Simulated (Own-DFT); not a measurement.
# Strain and stress in wurtzite AlGaN with randomly placed atoms, 72 atoms (Al27Ga9N36)

Calculated results; nothing here was measured. The program, named Own-DFT, is a retired in-house plane-wave density functional code that no person has reviewed. Each row is one single-point run on a periodic cell that was not relaxed, without spin or spin-orbit coupling.

Settings of every run: PBEsol; PseudoDojo norm-conserving scalar-relativistic files, made for PBE; cutoff 42 hartree; 4 x 4 x 3 k mesh centred on Gamma; Fermi-Dirac smearing of 0.1 eV.

Known limits: forces on such cells passed a denser k mesh, each cell not checked; stress not checked against mesh or cutoff.

Unstrained cell vectors in Å: (9.394, 0.000, 0.000); (-4.697, 8.135, 0.000); (0.000, 0.000, 10.066). The unstrained cell has measured lattice constants (interpolated for alloys), not those of this functional. That, the random moves and any unrelaxed bonds set the pressure at no strain. Each run strains this cell uniformly, with the atoms carried along. Every atom was also moved at random, by a Gaussian of width 0.05 Å on each axis. The random placing of the alloy's atoms differs from row to row. Strain is the symmetric tensor, in per cent. Stress is positive in tension, and the pressure is minus a third of its trace.

| run | e_xx (%) | e_yy (%) | e_zz (%) | s_xx (GPa) | s_yy (GPa) | s_zz (GPa) | P (GPa) | E (meV/atom) |
|---|---|---|---|---|---|---|---|---|
| 1 | 3.00 | 3.00 | 0.00 | 10.91 | 11.17 | 0.14 | -7.41 | 25.5 |
| 2 | 0.50 | 0.50 | 0.00 | 0.96 | 0.87 | -6.07 | 1.41 | 3.9 |
| 3 | 2.50 | 2.50 | 0.00 | 8.75 | 8.24 | 1.55 | -6.18 | 7.0 |
| 4 | -2.50 | -2.50 | 0.00 | -20.64 | -21.54 | -6.65 | 16.28 | 72.8 |
| 5 | 2.75 | 2.75 | 0.00 | 9.09 | 10.60 | -0.54 | -6.38 | 25.4 |
| 6 | 1.25 | 1.25 | 0.00 | 2.33 | 2.73 | 0.45 | -1.84 | 0.0 |
| 7 | -1.25 | -1.25 | 0.00 | -11.75 | -10.63 | -5.33 | 9.24 | 35.6 |
| 8 | -2.75 | -2.75 | 0.00 | -19.60 | -23.52 | -9.16 | 17.43 | 62.3 |
| 9 | -2.25 | -2.25 | 0.00 | ? | ? | ? | ? | ? |

E is the free energy for each atom above the lowest run shown.

## Worked fit

The change of volume is close to e_xx + e_yy + e_zz. A straight line through the runs shown gives P = 4.82 - 216 x (fractional change of volume) GPa, with an error of 9 on the slope and a scatter of 1.07 GPa. The strain isn't the same on all axes and the cell isn't cubic, so the slope belongs to this path and is not the bulk modulus.

## Withheld run

Question: what pressure should run 9 give? Its volume changes by -4.45 %.

The line gives 14.5 GPa. The calculation gave 14.76 GPa.
